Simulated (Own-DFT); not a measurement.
Simulation results for Si2SnGe13 (diamond-structure random alloy, strained, atoms displaced), Si2SnGe5 (diamond-structure random alloy, strained, atoms displaced)

All values are calculated (Own-DFT development build). A calculation, not a measurement: plane-wave density functional theory by an unreviewed code, no spin, of a simulated periodic cell, stress positive in tension, run twice, with PBE and with PBEsol, both on files made for PBE, so the change isn't that of files made for PBEsol, forces on such cells moved up to 12 meV/angstrom on a denser k mesh; the far tail of each file's local potential was reset to the Coulomb form; each entry is a single point on an unrelaxed cell, so the pressure reflects the starting lattice, mostly measured values (interpolated for alloys), from which strain is counted, and rises with the displacements; printed positions are rounded, which can move forces by about a meV/angstrom; the program, named Own-DFT, is a retired in-house code; no spin-orbit coupling; stress was not checked against mesh or cutoff.

Settings shared by all entries: functional PBE, then PBEsol; potential files PseudoDojo norm-conserving, scalar-relativistic, standard set; wave cutoff 49 hartree; occupations Fermi-Dirac; smearing width 0.1 eV; k mesh 3 x 3 x 3 centred on Gamma.

(1) Si2SnGe13 (diamond-structure random alloy, strained, atoms displaced)

```
cell vectors (Å)
  11.3347     0.0000     0.0000
   0.0000    11.3347     0.0000
   0.0000     0.0000    11.3631
atoms (fractions of the cell vectors)
Sn  0.99689  0.00561  0.99986
Ge  0.99199  0.24297  0.24066
Si  0.25524  0.00287  0.25414
Sn  0.24556  0.24726  0.99918
Ge  0.12234  0.11874  0.12418
Si  0.12087  0.37865  0.37800
Ge  0.37775  0.12504  0.37493
Sn  0.37351  0.38028  0.13204
Ge  0.99352  0.99152  0.49312
Ge  0.00281  0.24643  0.75156
Ge  0.25166  0.99967  0.75046
Ge  0.24848  0.24600  0.49504
Ge  0.13183  0.12787  0.63163
Sn  0.12772  0.36216  0.87177
Ge  0.37335  0.12915  0.87444
Ge  0.37193  0.37300  0.62017
Ge  0.00916  0.50031  0.00013
Ge  0.99830  0.75279  0.25271
Si  0.25332  0.50113  0.25654
Ge  0.25041  0.75069  0.00118
Ge  0.12636  0.63098  0.12792
Ge  0.12364  0.86622  0.37730
Ge  0.36684  0.61865  0.37254
Ge  0.36796  0.87384  0.13266
Ge  0.00086  0.50592  0.49362
Ge  0.99196  0.74514  0.75148
Ge  0.24956  0.50672  0.74928
Ge  0.24712  0.75051  0.49973
Ge  0.13087  0.63390  0.62657
Ge  0.11977  0.87965  0.87630
Ge  0.37893  0.62604  0.88091
Ge  0.37509  0.87177  0.62544
Ge  0.49637  0.99679  0.99907
Si  0.50343  0.24917  0.25507
Ge  0.74577  0.00281  0.24535
Ge  0.74589  0.24849  0.00474
Ge  0.62427  0.12297  0.12109
Ge  0.62154  0.37912  0.38248
Ge  0.88454  0.12253  0.36960
Ge  0.87803  0.37438  0.12700
Si  0.49889  0.99697  0.49934
Ge  0.50021  0.25202  0.75525
Ge  0.74671  0.00162  0.74662
Ge  0.74869  0.24976  0.50253
Ge  0.62420  0.13420  0.61826
Ge  0.62402  0.37834  0.87397
Si  0.87310  0.12510  0.87999
Ge  0.86996  0.37276  0.62855
Ge  0.50310  0.50285  0.99504
Ge  0.49542  0.74727  0.24951
Ge  0.75534  0.50470  0.24713
Ge  0.74548  0.75447  0.99894
Ge  0.61750  0.63391  0.12142
Ge  0.62554  0.87639  0.37887
Ge  0.87512  0.62706  0.37102
Ge  0.87440  0.87367  0.11945
Ge  0.50411  0.49904  0.50150
Ge  0.50198  0.74374  0.74562
Ge  0.75262  0.49808  0.74844
Si  0.75809  0.74720  0.49941
Ge  0.62989  0.62952  0.62775
Si  0.62419  0.87823  0.87338
Ge  0.87828  0.62385  0.86744
Ge  0.87155  0.87358  0.61945
```

| Quantity | Value |
| --- | --- |
| PBE pressure | 5.06 GPa |
| PBE stress xx | -5.07 GPa |
| PBE stress yy | -5.1 GPa |
| PBE stress zz | -5.02 GPa |
| PBE stress yz | 0.02 GPa |
| PBE stress xz | -0.04 GPa |
| PBE stress xy | 0.29 GPa |
| PBEsol pressure | 2.2 GPa |
| PBEsol stress xx | -2.2 GPa |
| PBEsol stress yy | -2.24 GPa |
| PBEsol stress zz | -2.15 GPa |
| PBEsol stress yz | 0.02 GPa |
| PBEsol stress xz | -0.05 GPa |
| PBEsol stress xy | 0.28 GPa |
| rms change of force components from PBE to PBEsol | 0.042 eV/Å |

Force:
```csv
force element,PBE force x (eV/Å),PBE force y (eV/Å),PBE force z (eV/Å),PBEsol force x (eV/Å),PBEsol force y (eV/Å),PBEsol force z (eV/Å)
Sn,-0.465,-0.763,-0.209,-0.392,-0.794,-0.147
Ge,1.715,0.993,0.964,1.629,0.931,0.907
Si,-1.127,-0.379,0.098,-1.103,-0.372,0.095
Sn,2.018,-2.405,2.727,1.965,-2.355,2.64
Ge,1.239,0.236,2.713,1.156,0.267,2.593
Si,0.329,-0.603,-1.076,0.289,-0.618,-1.016
Ge,0.407,-0.35,-0.089,0.357,-0.304,-0.047
Sn,1.535,-0.03,0.255,1.504,-0.034,0.16
Ge,1.296,0.715,0.898,1.245,0.675,0.858
Ge,-2.576,-1.343,-1.298,-2.451,-1.275,-1.281
Ge,0.182,-0.328,0.199,0.165,-0.304,0.195
Ge,-0.387,0.728,0.004,-0.334,0.675,0.049
Ge,-0.901,-0.882,-1.224,-0.858,-0.842,-1.169
Sn,-1.649,4.23,-2.074,-1.617,4.121,-2.023
Ge,1.315,-1.679,-0.73,1.273,-1.631,-0.708
Ge,0.249,0.308,0.521,0.25,0.302,0.505
Ge,-1.095,0.597,0.457,-1.063,0.575,0.445
Ge,-0.145,-0.067,-0.805,-0.132,-0.072,-0.775
Si,-2.707,0.367,0.469,-2.619,0.401,0.428
Ge,-0.265,0.428,-0.246,-0.256,0.411,-0.224
Ge,0.237,-0.78,0.474,0.205,-0.724,0.426
Ge,0.535,1.449,-0.632,0.48,1.369,-0.583
Ge,1.106,0.71,0.96,1.116,0.739,0.968
Ge,0.4,0.435,-0.454,0.424,0.376,-0.48
Ge,0.052,-0.43,1.157,0.014,-0.375,1.141
Ge,1.256,1.427,-0.92,1.219,1.375,-0.892
Ge,0.875,-0.071,-0.402,0.848,-0.071,-0.395
Ge,0.928,-0.081,-0.124,0.882,-0.086,-0.114
Ge,-1.14,-0.726,0.042,-1.1,-0.701,0.039
Ge,1.16,-1.603,-1.259,1.132,-1.551,-1.216
Ge,-0.462,0.196,-0.845,-0.443,0.183,-0.821
Ge,0.274,0.41,-0.343,0.231,0.364,-0.304
Ge,-0.079,-0.144,-0.115,-0.1,-0.1,-0.079
Si,0.73,-0.401,0.243,0.717,-0.395,0.243
Ge,0.618,-0.521,0.456,0.603,-0.505,0.43
Ge,0.601,0.549,-0.79,0.553,0.552,-0.733
Ge,-0.955,0.246,0.602,-0.884,0.21,0.558
Ge,0.993,-0.657,-1.356,0.981,-0.608,-1.267
Ge,-1.738,-0.034,0.508,-1.683,-0.043,0.475
Ge,-0.475,0.583,-0.861,-0.461,0.551,-0.826
Si,0.025,0.378,0.396,0.024,0.372,0.384
Ge,-0.227,0.133,-0.91,-0.223,0.134,-0.883
Ge,0.067,0.279,0.356,0.072,0.271,0.286
Ge,0.924,0.277,-1.183,0.877,0.283,-1.121
Ge,-0.899,-1.374,0.776,-0.831,-1.297,0.778
Ge,0.561,-0.292,0.175,0.533,-0.28,0.17
Si,-1.491,1.316,-1.887,-1.465,1.297,-1.853
Ge,1.166,-0.005,-0.694,1.111,-0.003,-0.666
Ge,0.422,0.199,0.336,0.404,0.208,0.317
Ge,-0.104,0.425,0.884,-0.107,0.41,0.838
Ge,-1.251,-0.335,-0.044,-1.196,-0.325,-0.032
Ge,0.23,-0.292,-0.837,0.251,-0.304,-0.768
Ge,0.904,-0.806,0.067,0.872,-0.777,0.058
Ge,0.127,-0.502,-0.102,0.128,-0.484,-0.163
Ge,-0.087,0.157,0.379,-0.041,0.119,0.331
Ge,-1.038,-0.675,1.502,-1.013,-0.65,1.461
Ge,-0.894,0.844,0.532,-0.863,0.795,0.508
Ge,-0.097,1.091,1.092,-0.118,1.023,1.033
Ge,-0.426,0.255,0.273,-0.411,0.245,0.262
Si,-1.02,0.19,-0.231,-0.992,0.187,-0.226
Ge,0.483,-0.581,-1.008,0.428,-0.599,-0.937
Si,-0.231,-0.237,-0.301,-0.225,-0.233,-0.294
Ge,-0.927,-0.644,1.842,-0.892,-0.619,1.765
Ge,-0.102,-0.131,0.692,-0.064,-0.091,0.696
```

(2) Si2SnGe13 (diamond-structure random alloy, strained, atoms displaced)

```
cell vectors (Å)
  11.3347     0.0000     0.0000
   0.0000    11.3347     0.0000
   0.0000     0.0000    11.3631
atoms (fractions of the cell vectors)
Ge  0.99673  0.00517  0.00035
Ge  0.98787  0.24796  0.25427
Ge  0.25269  0.99979  0.24836
Ge  0.25410  0.24996  0.00206
Si  0.12467  0.11759  0.13251
Ge  0.13101  0.37158  0.37419
Ge  0.37758  0.12958  0.37601
Ge  0.37445  0.36379  0.12204
Ge  0.00033  0.00041  0.49552
Ge  0.00021  0.25382  0.74210
Ge  0.25461  0.99899  0.74234
Ge  0.24420  0.24115  0.49941
Ge  0.13198  0.11758  0.62628
Ge  0.12547  0.37797  0.88016
Sn  0.38295  0.12377  0.87107
Ge  0.37985  0.36980  0.62270
Si  0.00303  0.49904  0.00831
Ge  0.99625  0.75041  0.24707
Si  0.25252  0.49455  0.24778
Ge  0.24392  0.75466  0.00109
Si  0.13095  0.61790  0.12050
Sn  0.11648  0.87544  0.37296
Ge  0.37228  0.62746  0.37738
Sn  0.37866  0.87297  0.13255
Ge  0.99194  0.50624  0.50245
Si  0.99629  0.75356  0.75262
Ge  0.24363  0.50232  0.74793
Ge  0.25137  0.75107  0.49736
Ge  0.12746  0.62563  0.62694
Ge  0.12218  0.87784  0.88204
Si  0.37337  0.62994  0.86953
Ge  0.37597  0.87274  0.62739
Ge  0.50079  0.00208  0.00357
Ge  0.49985  0.24831  0.25395
Ge  0.75121  0.99872  0.24939
Ge  0.75054  0.24623  0.00826
Ge  0.61962  0.11813  0.13204
Ge  0.62138  0.37872  0.37567
Ge  0.87243  0.12642  0.38611
Ge  0.86643  0.37640  0.12958
Ge  0.49933  0.00182  0.49736
Ge  0.49633  0.24444  0.75255
Ge  0.75565  0.01136  0.75120
Ge  0.75089  0.24892  0.50119
Ge  0.62821  0.12955  0.61902
Ge  0.62591  0.37665  0.86968
Ge  0.87219  0.12393  0.87371
Ge  0.86679  0.37862  0.62161
Ge  0.50165  0.49746  0.99734
Si  0.49794  0.75110  0.25876
Ge  0.75093  0.50103  0.25022
Ge  0.75636  0.74860  0.99828
Ge  0.62209  0.62360  0.13091
Ge  0.62217  0.86953  0.38644
Si  0.88075  0.62902  0.36902
Ge  0.87749  0.87623  0.12734
Ge  0.49224  0.48368  0.50763
Ge  0.50661  0.75313  0.74880
Ge  0.74947  0.49775  0.75417
Ge  0.74487  0.75242  0.49657
Ge  0.62482  0.63091  0.62276
Ge  0.62726  0.87320  0.87206
Sn  0.87950  0.62557  0.87679
Ge  0.87718  0.88040  0.62479
```

| Item | Value |
| --- | --- |
| PBE pressure | 4.97 GPa |
| PBE stress xx | -4.96 GPa |
| PBE stress yy | -5.05 GPa |
| PBE stress zz | -4.91 GPa |
| PBE stress yz | 0.44 GPa |
| PBE stress xz | 0.16 GPa |
| PBE stress xy | 0.19 GPa |
| PBEsol pressure | 2.11 GPa |
| PBEsol stress xx | -2.1 GPa |
| PBEsol stress yy | -2.18 GPa |
| PBEsol stress zz | -2.04 GPa |
| PBEsol stress yz | 0.43 GPa |
| PBEsol stress xz | 0.15 GPa |
| PBEsol stress xy | 0.17 GPa |
| rms change of force components from PBE to PBEsol | 0.044 eV/Å |

Force:
```csv
force element,PBE force x (eV/Å),PBE force y (eV/Å),PBE force z (eV/Å),PBEsol force x (eV/Å),PBEsol force y (eV/Å),PBEsol force z (eV/Å)
Ge,0.513,-0.013,0.502,0.466,-0.056,0.452
Ge,1.343,-0.062,-0.292,1.268,-0.04,-0.248
Ge,-0.593,1.875,0.901,-0.541,1.784,0.905
Ge,-2.009,-0.644,0.275,-1.904,-0.584,0.248
Si,-0.379,1.205,-0.629,-0.371,1.175,-0.613
Ge,-1.134,0.571,-0.119,-1.127,0.504,-0.08
Ge,-0.588,-0.633,-0.079,-0.565,-0.614,-0.074
Ge,0.591,1.518,0.764,0.599,1.429,0.706
Ge,-0.959,1.279,2.028,-0.943,1.24,1.969
Ge,0.16,-0.219,0.632,0.151,-0.218,0.618
Ge,-0.88,-1.275,0.856,-0.849,-1.23,0.814
Ge,0.869,0.796,0.163,0.852,0.765,0.151
Ge,-1.414,0.488,-0.281,-1.357,0.477,-0.287
Ge,-0.36,-0.243,-0.032,-0.308,-0.26,-0.072
Sn,-2.057,-1.017,1.348,-1.992,-0.981,1.309
Ge,-2.272,-1.169,1.482,-2.183,-1.134,1.427
Si,0.385,-0.747,0.49,0.327,-0.778,0.437
Ge,0.087,-1.873,-1.466,0.083,-1.736,-1.429
Si,0.102,0.472,-0.158,0.137,0.421,-0.112
Ge,0.269,-1.627,-0.665,0.256,-1.509,-0.656
Si,-0.393,0.103,0.795,-0.37,0.19,0.778
Sn,1.509,-0.311,-0.385,1.467,-0.296,-0.373
Ge,0.354,-1.289,-0.435,0.328,-1.24,-0.359
Sn,0.076,-0.459,-0.97,0.016,-0.382,-0.988
Ge,0.9,-0.191,-0.629,0.899,-0.214,-0.566
Si,1.641,1.019,-1.254,1.613,1.004,-1.232
Ge,1.336,-0.379,0.494,1.255,-0.382,0.449
Ge,0.168,-0.484,1.129,0.17,-0.483,1.098
Ge,-1.038,0.897,-0.218,-0.976,0.831,-0.232
Ge,-0.31,0.18,-1.317,-0.277,0.194,-1.235
Si,-0.002,-0.227,0.431,-0.003,-0.223,0.421
Ge,0.386,-0.05,-0.76,0.371,-0.036,-0.737
Ge,1.681,-1.087,-0.299,1.634,-1.047,-0.283
Ge,0.246,0.349,-0.335,0.227,0.326,-0.326
Ge,-0.228,-0.318,1.116,-0.223,-0.304,1.075
Ge,-0.748,0.062,-0.753,-0.72,0.063,-0.729
Ge,0.647,0.697,-0.165,0.629,0.674,-0.163
Ge,0.63,-0.464,-0.003,0.604,-0.462,0.002
Ge,-0.143,-0.467,-1.081,-0.128,-0.443,-1.05
Ge,1.174,-0.063,-0.578,1.098,-0.098,-0.519
Ge,-0.131,-0.058,0.664,-0.122,-0.058,0.639
Ge,2.684,2.426,-2.375,2.609,2.363,-2.318
Ge,-1.19,-1.405,-0.786,-1.144,-1.357,-0.759
Ge,-0.625,0.961,-0.439,-0.606,0.92,-0.415
Ge,-0.632,-0.479,0.817,-0.606,-0.456,0.795
Ge,-0.187,-1.004,0.813,-0.185,-0.962,0.788
Ge,0.941,1.417,0.592,0.902,1.354,0.574
Ge,0.506,-0.08,0.24,0.493,-0.08,0.234
Ge,-0.758,0.519,-0.047,-0.698,0.47,-0.022
Si,1.422,-1.429,0.861,1.398,-1.403,0.854
Ge,-0.203,0.678,0.888,-0.231,0.621,0.817
Ge,-1.95,1.246,1.674,-1.891,1.213,1.619
Ge,-0.102,0.674,-0.36,-0.058,0.609,-0.376
Ge,-0.389,0.961,-1.883,-0.346,0.956,-1.779
Si,-1.099,-0.232,0.547,-1.076,-0.226,0.535
Ge,-0.424,0.098,-0.665,-0.407,0.093,-0.644
Ge,1.3,2.807,-1.328,1.259,2.707,-1.287
Ge,-0.961,-0.478,0.319,-0.898,-0.429,0.274
Ge,-0.715,0.199,-1.327,-0.7,0.181,-1.289
Ge,1.896,-0.851,0.504,1.785,-0.787,0.512
Ge,-0.07,-1.482,0.033,-0.065,-1.421,0.044
Ge,0.604,0.887,0.605,0.585,0.855,0.583
Sn,0.766,-1.115,-0.068,0.652,-1.087,-0.055
Ge,-0.242,-0.46,0.22,-0.259,-0.403,0.182
```

(3) Si2SnGe5 (diamond-structure random alloy, strained, atoms displaced)

```
cell vectors (Å)
  11.3817     0.0000     0.0000
   0.0000    11.3817     0.0000
   0.0000     0.0000    11.4103
atoms (fractions of the cell vectors)
Sn  0.99822  0.00293  0.99743
Si  0.00352  0.24345  0.24816
Ge  0.24311  0.99301  0.24978
Ge  0.25496  0.24421  0.00146
Ge  0.12646  0.12419  0.12346
Ge  0.12011  0.37530  0.38003
Si  0.37631  0.13243  0.38838
Si  0.37602  0.37701  0.13073
Ge  0.99318  0.99831  0.50654
Sn  0.00541  0.24551  0.75231
Ge  0.25022  0.99915  0.75096
Ge  0.24798  0.24991  0.49690
Ge  0.12843  0.12490  0.63189
Si  0.12106  0.37600  0.87538
Ge  0.37038  0.13314  0.88334
Ge  0.38601  0.38177  0.61913
Ge  0.99996  0.49637  0.00297
Ge  0.00446  0.74745  0.25849
Ge  0.24450  0.49913  0.25188
Ge  0.24587  0.75053  0.00291
Si  0.11829  0.62065  0.12257
Sn  0.12722  0.87435  0.38132
Ge  0.37669  0.62145  0.37409
Ge  0.37339  0.87678  0.12706
Si  0.00201  0.49547  0.49053
Ge  0.00132  0.74515  0.75023
Ge  0.25146  0.49535  0.74796
Ge  0.25255  0.74945  0.50085
Ge  0.12898  0.63853  0.62015
Si  0.10997  0.87217  0.87005
Ge  0.37581  0.62416  0.87064
Si  0.37622  0.87081  0.62794
Ge  0.49982  0.99535  0.00024
Ge  0.49681  0.26121  0.25300
Ge  0.75541  0.00101  0.24905
Sn  0.74752  0.24480  0.00121
Ge  0.62151  0.12508  0.12013
Ge  0.61862  0.37516  0.37563
Ge  0.87022  0.12570  0.37785
Ge  0.86807  0.37697  0.13299
Si  0.50087  0.00127  0.50309
Ge  0.49763  0.24369  0.74601
Sn  0.75312  0.00284  0.75475
Ge  0.74887  0.24675  0.50735
Ge  0.62154  0.12655  0.62073
Ge  0.62352  0.37915  0.86714
Ge  0.87744  0.12488  0.88074
Ge  0.88091  0.36905  0.62801
Si  0.50058  0.50282  0.99829
Ge  0.50304  0.74940  0.25083
Si  0.75368  0.49978  0.25481
Si  0.74001  0.73587  0.00526
Si  0.62624  0.62474  0.12238
Sn  0.62264  0.87565  0.38208
Ge  0.87355  0.62144  0.37877
Sn  0.88764  0.87111  0.12840
Sn  0.48882  0.50180  0.50607
Ge  0.49666  0.74284  0.75397
Ge  0.74745  0.50062  0.74966
Ge  0.74760  0.75148  0.50284
Si  0.62819  0.61728  0.62353
Si  0.63027  0.87730  0.87768
Si  0.87360  0.62448  0.88320
Ge  0.88326  0.87546  0.63270
```

| Property | Result |
| --- | --- |
| PBE pressure | 5.37 GPa |
| PBE stress xx | -5.27 GPa |
| PBE stress yy | -5.45 GPa |
| PBE stress zz | -5.39 GPa |
| PBE stress yz | 0.74 GPa |
| PBE stress xz | 0.99 GPa |
| PBE stress xy | -0.12 GPa |
| PBEsol pressure | 2.71 GPa |
| PBEsol stress xx | -2.61 GPa |
| PBEsol stress yy | -2.8 GPa |
| PBEsol stress zz | -2.73 GPa |
| PBEsol stress yz | 0.71 GPa |
| PBEsol stress xz | 0.96 GPa |
| PBEsol stress xy | -0.13 GPa |
| rms change of force components from PBE to PBEsol | 0.054 eV/Å |

Force:
```csv
force element,PBE force x (eV/Å),PBE force y (eV/Å),PBE force z (eV/Å),PBEsol force x (eV/Å),PBEsol force y (eV/Å),PBEsol force z (eV/Å)
Sn,2.012,0.287,-0.786,1.915,0.327,-0.722
Si,-0.58,0.753,0.561,-0.569,0.734,0.548
Ge,2.038,2.312,-0.45,1.949,2.208,-0.471
Ge,-1.165,2.421,1.081,-1.124,2.27,1.035
Ge,0.834,0.734,1.075,0.841,0.669,1.003
Ge,0.284,-0.885,-1.283,0.354,-0.868,-1.251
Si,0.22,-1.077,-1.456,0.183,-1.002,-1.452
Si,-0.258,0.529,-1.008,-0.278,0.483,-0.948
Ge,0.21,1.32,0.155,0.201,1.266,0.161
Sn,-0.398,0.487,0.799,-0.436,0.419,0.73
Ge,0.118,-0.855,0.524,0.092,-0.765,0.501
Ge,0.151,0.411,1.009,0.104,0.439,1.009
Ge,1.107,-1.362,-2.103,1.071,-1.321,-2.029
Si,1.688,0.722,1.153,1.656,0.708,1.132
Ge,1.218,-1.862,-1.481,1.171,-1.799,-1.429
Ge,-4.081,-4.392,3.591,-3.973,-4.264,3.498
Ge,-0.384,0.072,-0.191,-0.408,0.043,-0.159
Ge,0.057,-2.587,-0.343,0.024,-2.472,-0.31
Ge,0.026,0.043,-0.6,0.03,0.039,-0.513
Ge,-0.496,-0.124,-0.592,-0.429,-0.114,-0.573
Si,0.654,0.459,0.602,0.636,0.452,0.597
Sn,-0.75,0.327,0.613,-0.733,0.305,0.581
Ge,-1.519,1.535,-1.54,-1.482,1.49,-1.482
Ge,0.038,-0.494,-0.062,0.028,-0.476,-0.06
Si,-0.614,0.895,1.755,-0.6,0.876,1.714
Ge,-0.671,-0.344,0.639,-0.647,-0.32,0.541
Ge,-0.5,0.275,-0.022,-0.434,0.308,-0.049
Ge,2.093,-0.147,0.548,1.983,-0.177,0.514
Ge,-0.622,-2.455,0.335,-0.575,-2.342,0.338
Si,2.514,-0.476,-0.37,2.461,-0.462,-0.369
Ge,-0.765,-0.546,1.292,-0.754,-0.496,1.203
Si,0.322,0.562,-0.112,0.282,0.514,-0.08
Ge,-0.023,0.163,-0.354,-0.051,0.2,-0.298
Ge,-0.272,-1.671,-0.247,-0.2,-1.612,-0.214
Ge,-0.867,0.943,-0.019,-0.833,0.915,-0.008
Sn,-0.021,1.855,-0.533,-0.017,1.79,-0.52
Ge,-1.391,-1.178,2.203,-1.334,-1.145,2.122
Ge,1.857,0.071,-0.091,1.76,0.032,-0.074
Ge,0.699,0.199,-0.232,0.643,0.154,-0.193
Ge,1.403,-0.085,0.518,1.372,-0.095,0.438
Si,-1.932,0.757,1.076,-1.821,0.736,1.064
Ge,-0.15,0.886,0.377,-0.133,0.872,0.359
Sn,-0.649,-0.108,-0.679,-0.575,-0.06,-0.696
Ge,0.025,0.955,-0.919,0.022,0.91,-0.882
Ge,-0.495,-0.406,0.013,-0.439,-0.342,0.045
Ge,-1.01,-0.08,0.354,-0.944,-0.1,0.304
Ge,-0.451,0.958,-0.883,-0.439,0.923,-0.857
Ge,-1.055,1.824,-1.322,-1.057,1.728,-1.26
Si,-0.154,-0.311,0.483,-0.159,-0.309,0.393
Ge,-0.836,-0.987,-1.195,-0.846,-0.927,-1.119
Si,-1.183,0.42,-0.141,-1.128,0.382,-0.105
Si,0.919,1.419,-1.201,0.941,1.446,-1.172
Si,-0.558,-1.298,0.934,-0.598,-1.264,0.988
Sn,0.268,0.812,-1.011,0.313,0.736,-1.027
Ge,0.008,0.045,-0.091,0.015,0.112,-0.092
Sn,-2.955,-2.075,0.547,-2.842,-1.971,0.578
Sn,3.619,2.113,-2.282,3.471,2.007,-2.266
Ge,1.526,1.11,-0.853,1.435,1.03,-0.792
Ge,1.129,0.362,-0.115,1.084,0.273,-0.097
Ge,1.41,-1.41,1.683,1.393,-1.342,1.594
Si,0.473,1.69,0.939,0.465,1.655,0.926
Si,-1.304,-2.042,1.031,-1.305,-1.96,0.985
Si,-0.338,-0.206,-0.494,-0.285,-0.239,-0.519
Ge,-0.475,-1.259,-0.828,-0.447,-1.207,-0.811
```
